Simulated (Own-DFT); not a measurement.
# Response to strain: diamond germanium, 64 atoms (AsGe63), with one As on a Ge site

The numbers are computed, not measured, by runs of the plane-wave DFT program Own-DFT (in-house, retired, unreviewed) at fixed positions, with no spin and no spin-orbit coupling.

Method: PBE; PseudoDojo norm-conserving scalar-relativistic files; cutoff 42 hartree; 3 x 3 x 3 k mesh centred on Gamma; Fermi-Dirac smearing of 0.1 eV.

Known weak points: odd electron count, so a state with spin may lie lower; forces on such cells failed a check on a denser k mesh; stress not checked against mesh or cutoff.

Unstrained cell vectors in Å: (11.316, 0.000, 0.000); (0.000, 11.316, 0.000); (0.000, 0.000, 11.316). The unstrained cell has measured lattice constants (interpolated for alloys), not those of this functional. That, the random moves and any unrelaxed bonds set the pressure at no strain. Each run strains this cell uniformly, with the atoms carried along. Each atom got a random Gaussian move of width 0.05 Å along each axis. The defect's site can differ from row to row. Strains are tensor components in per cent; tension counts as positive stress, and P is minus the mean normal stress.

| run | e_xx (%) | e_yy (%) | e_zz (%) | e_yz (%) | e_xz (%) | e_xy (%) | s_xx (GPa) | s_yy (GPa) | s_zz (GPa) | s_yz (GPa) | s_xz (GPa) | s_xy (GPa) | P (GPa) | E (meV/atom) |
|---|---|---|---|---|---|---|---|---|---|---|---|---|---|---|
| 1 | 0.72 | -1.83 | -0.02 | 0.85 | -1.23 | 1.70 | -5.03 | -6.70 | -5.38 | 1.80 | -2.17 | 2.79 | 5.70 | 31.3 |
| 2 | -1.64 | 0.14 | -1.27 | 0.70 | 1.89 | 1.29 | -7.68 | -6.53 | -7.38 | 0.30 | 3.88 | 2.04 | 7.20 | 53.6 |
| 3 | 1.36 | 0.01 | 0.81 | -1.77 | 1.63 | -0.47 | -2.99 | -3.65 | -3.30 | -3.58 | 1.72 | -0.21 | 3.31 | 15.9 |
| 4 | 1.06 | -0.87 | -1.06 | -1.11 | -1.85 | -1.47 | -4.67 | -6.00 | -5.88 | -2.16 | -3.49 | -2.61 | 5.52 | 31.3 |
| 5 | -0.73 | -1.63 | 1.37 | -0.62 | 0.03 | -1.67 | -5.87 | -6.41 | -4.40 | -0.06 | 0.26 | -3.41 | 5.56 | 29.1 |
| 6 | 0.15 | -1.13 | -0.06 | -1.06 | 0.46 | 1.13 | -5.27 | -6.00 | -5.34 | -1.76 | 1.21 | 1.95 | 5.54 | 24.0 |
| 7 | 0.65 | 1.45 | 0.00 | 0.61 | -1.86 | 1.38 | -3.17 | -2.64 | -3.55 | 0.88 | -2.87 | 2.26 | 3.12 | 0.5 |
| 8 | -1.97 | -1.33 | 0.46 | -1.98 | -1.37 | -0.93 | -7.69 | -7.52 | -6.27 | -3.44 | -3.06 | -2.92 | 7.16 | 44.0 |
| 9 | 1.75 | -1.27 | 1.09 | 1.95 | 1.45 | 0.22 | -2.93 | -4.59 | -3.55 | 3.13 | 2.59 | 0.00 | 3.69 | 23.0 |
| 10 | -1.95 | 1.76 | 0.94 | 1.73 | 1.05 | 1.20 | -5.58 | -3.46 | -4.06 | 2.22 | 1.28 | 2.09 | 4.36 | 30.9 |
| 11 | 1.13 | 0.70 | -1.35 | -0.80 | 0.27 | 1.94 | -3.78 | -3.99 | -5.15 | -0.77 | -0.11 | 3.31 | 4.31 | 13.7 |
| 12 | 1.76 | 0.45 | -1.72 | 1.66 | -1.83 | -0.31 | -3.51 | -4.37 | -5.73 | 2.39 | -2.88 | -0.89 | 4.54 | 28.9 |
| 13 | -0.13 | 1.52 | 1.42 | 1.13 | -0.74 | -0.29 | -3.32 | -2.28 | -2.38 | 1.62 | -1.70 | -0.08 | 2.66 | 0.0 |
| 14 | -1.61 | 0.13 | -0.44 | 0.49 | -0.51 | 0.73 | -6.74 | -5.69 | -6.12 | 0.51 | -0.33 | 1.60 | 6.18 | 26.9 |
| 15 | 1.18 | -1.48 | -1.48 | -1.75 | 1.94 | -0.22 | ? | ? | ? | ? | ? | ? | ? | ? |

The last column gives the free energy per atom over the lowest of the runs shown.

## What the rows give

Each stress component was fitted by least squares to a constant and the strains of the runs shown, as fractions, with shears doubled. Shear strains stay in the fit of a normal stress only where such slopes are resolved. The slopes, in GPa:

| stress | at no strain | per e_xx | per e_yy | per e_zz | scatter |
|---|---|---|---|---|---|
| s_xx | -4.8 | 118 ± 3 | 58 ± 3 | 56 ± 3 | 0.13 |
| s_yy | -4.9 | 61 ± 3 | 121 ± 3 | 59 ± 4 | 0.14 |
| s_zz | -4.9 | 57 ± 4 | 55 ± 4 | 114 ± 5 | 0.18 |

The slope of each shear stress on twice its own strain, from a fit on all six strains: yz 80 ± 6, xz 85 ± 6, xy 89 ± 7 GPa. These are stiffnesses along x, y and z of the frame in which the cell vectors are given, which need not be the crystal's axes. No internal relaxation is included, and where it is allowed it would reduce some of the slopes. The table should be nearly symmetric about its diagonal, and what it lacks of that shows the noise. A ninth of the table's sum, 78 ± 2 GPa, estimates the bulk modulus near the mean pressure of these runs, 4.9 GPa, so it lies above the value at zero pressure.

## Check

Asked: what normal stresses and pressure should run 15 give?

From the fit: s_xx = -5.1, s_yy = -6.8, s_zz = -6.7 and P = 6.2 GPa. Computed: -5.17, -6.99, -7.11 and P = 6.43 GPa.
